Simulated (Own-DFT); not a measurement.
## Calculated data, SiC (2H silicon carbide, atoms displaced)

All values are calculated (Own-DFT development build). A calculation, not a measurement: plane-wave PBE density functional theory by an unreviewed code, no spin, of a simulated periodic cell, stress positive in tension, free energy of the whole cell less one offset for each atom, forces on such cells passed a denser k mesh, this cell's mesh not checked; offsets are fitted by least squares, one for each functional and potential file, so energies compare only between cells with the same atoms and settings and are not formation energies; the far tail of each file's local potential was reset to the Coulomb form; each entry is a single point on an unrelaxed cell, so the pressure reflects the starting lattice, mostly measured values (interpolated for alloys), from which strain is counted, and rises with the displacements; printed positions are rounded, which can move forces by about a meV/angstrom; the program, named Own-DFT, is a retired in-house code; no spin-orbit coupling.

## SiC (2H silicon carbide, atoms displaced)

```
SiC
1.0
      6.1654     0.0000     0.0000
     -3.0827     5.3394     0.0000
      0.0000     0.0000    10.0681
Si C Si C Si C Si C Si C Si C Si C Si C
2 2 2 2 2 2 2 2 2 2 2 2 2 2 2 2
Direct
  0.99643 0.01579 0.99780
  0.16118 0.32440 0.24498
  0.00640 0.99609 0.18730
  0.14334 0.31543 0.43260
  0.98935 0.99045 0.50783
  0.16352 0.32382 0.75723
  0.00560 0.01804 0.69415
  0.17205 0.34753 0.92750
  0.99950 0.50998 0.98718
  0.16438 0.82249 0.25696
  0.00076 0.49397 0.19651
  0.17644 0.82399 0.44770
  0.00911 0.50886 0.49831
  0.16079 0.82176 0.75158
  0.00007 0.50107 0.68930
  0.18317 0.84747 0.94469
  0.48780 0.98991 0.98741
  0.65778 0.33249 0.26103
  0.51052 0.01717 0.17468
  0.68579 0.35163 0.44206
  0.51372 0.01068 0.50734
  0.67411 0.34627 0.74641
  0.49921 0.98035 0.67755
  0.67451 0.34470 0.94281
  0.50496 0.50135 0.00006
  0.66095 0.83243 0.24323
  0.47674 0.50530 0.19534
  0.67248 0.84075 0.43694
  0.51370 0.50554 0.49505
  0.67775 0.84247 0.75003
  0.50449 0.48648 0.68620
  0.68398 0.84809 0.93501
```

* functional: PBE
* potential files: PseudoDojo norm-conserving, scalar-relativistic, standard set
* wave cutoff: 42 hartree
* occupations: Fermi-Dirac
* smearing width: 0.1 eV
* hardware: one NVIDIA H100
* k mesh: 5 x 5 x 3 centred on Gamma
* free energy of cell above offsets: -1.274 eV
* pressure: 6.4 GPa
* stress xx: -6.32 GPa
* stress yy: -5.11 GPa
* stress zz: -7.78 GPa
* stress yz: -1.12 GPa
* stress xz: -1.28 GPa
* stress xy: -2.31 GPa
* wall time: 128.7 s

Force:
| element | x (eV/Å) | y (eV/Å) | z (eV/Å) |
| --- | --- | --- | --- |
| Si | 2.418 | 0.022 | 1.215 |
| Si | -1.743 | -0.648 | 1.801 |
| C | -0.831 | -0.656 | -0.543 |
| C | 2.15 | 0.928 | 1.26 |
| Si | 1.407 | 1.271 | -1.35 |
| Si | 0.532 | 2.96 | -3.693 |
| C | 1.015 | -3.198 | -0.879 |
| C | 0.335 | -0.204 | 4.035 |
| Si | 1.158 | -0.011 | 3.393 |
| Si | 0.74 | 0.971 | -1.185 |
| C | -1.531 | 0.313 | -2.014 |
| C | -1.05 | 2.985 | -1.196 |
| Si | 1.322 | -1.881 | 0.985 |
| Si | 0.466 | 1.965 | -0.341 |
| C | 0.719 | -0.602 | -0.221 |
| C | -4.204 | -1.795 | -3.004 |
| Si | 3.691 | 3.451 | 2.723 |
| Si | 0.836 | 0.451 | -2.784 |
| C | -0.539 | -1.46 | 2.421 |
| C | -1.031 | -1.858 | 0.068 |
| Si | -0.254 | -0.515 | -3.39 |
| Si | 0.735 | -2.295 | 0.927 |
| C | -0.942 | 1.549 | 4.737 |
| C | -0.833 | -1.37 | -2.131 |
| Si | -0.849 | 0.836 | 0.574 |
| Si | 0.031 | 1.835 | 0.83 |
| C | 3.42 | -0.284 | -1.906 |
| C | -0.438 | -0.723 | -0.293 |
| Si | -2.6 | -0.564 | 0.73 |
| Si | -0.314 | -1.769 | -0.547 |
| C | -2.051 | 1.989 | -0.186 |
| C | -1.768 | -1.694 | -0.037 |
